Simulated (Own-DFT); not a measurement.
# Point defects and the pressure they add: 2H SiC

Calculated, not measured: single-point runs of Own-DFT, a retired in-house plane-wave DFT program that no person has reviewed, on unrelaxed cells, without spin or spin-orbit coupling.

Method: PBE; PseudoDojo norm-conserving scalar-relativistic files; cutoff 42 hartree; 4 x 4 x 3 k mesh centred on Gamma; Fermi-Dirac smearing of 0.1 eV.

Known weak points (not all hold for every row): not probed for a lower state with spin; forces on such cells moved up to 12 meV/angstrom on a denser k mesh; forces on such cells passed a denser k mesh, each cell not checked; stress not checked against mesh or cutoff.

All runs share one cell, with vectors in Å (9.248, 0.000, 0.000); (-4.624, 8.009, 0.000); (0.000, 0.000, 10.068) and a volume of 745.7 Å³. u is the rms random offset of the atoms per axis. The defect's site can differ from row to row.

| cell | formula | u (Å) | P (GPa) |
|---|---|---|---|
| no defect | C36Si36 | 0.0276 | 3.72 |
| no defect | C36Si36 | 0.0293 | 3.85 |
| no defect | C36Si36 | 0.0576 | 5.98 |
| two N on a C site each | C34N2Si36 | 0.0297 | 2.93 |
| two N on a C site each | C34N2Si36 | 0.0309 | 2.97 |
| two N on a C site each | C34N2Si36 | 0.0500 | ? |
| two N on a C site each | C34N2Si36 | 0.0505 | 4.67 |
| one C vacancy | C35Si36 | 0.0295 | 3.38 |
| one C vacancy | C35Si36 | 0.0298 | 3.86 |
| one C vacancy | C35Si36 | 0.0311 | 3.85 |
| one C on a Si site | C37Si35 | 0.0311 | 1.81 |
| one C on a Si site | C37Si35 | 0.0505 | 3.70 |
| one C on a Si site | C37Si35 | 0.0518 | 3.42 |
| one Si on a C site | C35Si37 | 0.0284 | 10.09 |
| one Si on a C site | C35Si37 | 0.0311 | 10.24 |
| one Si on a C site | C35Si37 | 0.0486 | 11.80 |

## Worked fit

P = P0 + c u² + a shift for each defect gives P0 = 2.90 GPa, c = 981 ± 60 GPa/Å² and a scatter of 0.18 GPa. The shifts, and each times the cell's volume:

- one Si on a C site: 6.46 ± 0.15 GPa, 30.1 eV
- one C vacancy: -0.10 ± 0.16 GPa, -0.5 eV (not resolved)
- two N on a C site each: -0.81 ± 0.15 GPa, -3.8 eV (-1.9 eV for each of its 2 sites)
- one C on a Si site: -1.95 ± 0.15 GPa, -9.1 eV

Against the defect-free cell, a freed cell would be larger where the shift is positive and smaller where it is negative (160.2 GPa Å³ is 1 eV). The atoms around the defects weren't relaxed, which would change these numbers.

## Prediction

Question: what pressure belongs in the blank (two N on a C site each, u = 0.0500 Å)?

From the fit: 4.54 ± 0.22 GPa. The run itself gave 4.53 GPa.
